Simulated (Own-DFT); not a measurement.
# How strain changes the stress of wurtzite GaN, 96 atoms (Ga48N48)

These are calculations, not measurements. They come from Own-DFT, an in-house plane-wave density functional program, since retired, whose code no person has reviewed. Each row is one single-point run on a periodic cell that was not relaxed, without spin or spin-orbit coupling.

Settings of every run: PBE; PseudoDojo norm-conserving scalar-relativistic files (stringent for Ga); cutoff 96 hartree; 3 x 4 x 3 k mesh centred on Gamma; Gaussian smearing of 0.01 eV.

Known limits: forces on such cells passed a denser k mesh, each cell not checked; stress not checked against mesh or cutoff.

Unstrained cell vectors in Å: (12.756, 0.000, 0.000); (-4.784, 8.285, 0.000); (0.000, 0.000, 10.370). The unstrained cell has measured lattice constants (interpolated for alloys), not those of this functional. That, the random moves and any unrelaxed bonds set the pressure at no strain. Each run strains this cell uniformly, with the atoms carried along. Every atom was also moved at random, by a Gaussian of width 0.05 Å on each axis. Strain is the symmetric tensor, in per cent. Stress is positive in tension, and the pressure is minus a third of its trace.

```
run  e_xx (%)  e_yy (%)  e_zz (%)  s_xx (GPa)  s_yy (GPa)  s_zz (GPa)  P (GPa)  E (meV/atom)
  1      0.00      0.00     -0.75       -7.41       -7.21      -12.78     9.13          27.2
  2      0.00      0.00      0.50       -6.61       -6.45       -4.60     5.89           2.1
  3      0.00      0.00     -1.50       -7.49       -8.91      -13.27     9.89          11.6
  4      0.00      0.00     -2.00       -8.25       -8.02      -17.47    11.25          21.4
  5      0.00      0.00      2.25       -5.10       -5.93        2.45     2.86           1.0
  6      0.00      0.00      1.25       -5.87       -7.31       -2.32     5.17          21.5
  7      0.00      0.00      2.00       -5.17       -5.26        1.00     3.14           0.0
  8      0.00      0.00      2.50       -4.91       -5.72        2.24     2.80          14.1
  9      0.00      0.00     -1.00           ?           ?           ?        ?             ?
```

E is the free energy for each atom above the lowest run shown.

## Worked fit

The change of volume is close to e_xx + e_yy + e_zz. A straight line through the runs shown gives P = 7.29 - 192 x (fractional change of volume) GPa, with an error of 7 on the slope and a scatter of 0.35 GPa. The strain isn't the same on all axes and the cell isn't cubic, so the slope belongs to this path and is not the bulk modulus.

## Withheld run

Question: what pressure should run 9 give? Its volume changes by -1.00 %.

The line gives 9.2 GPa. The calculation gave 8.96 GPa.
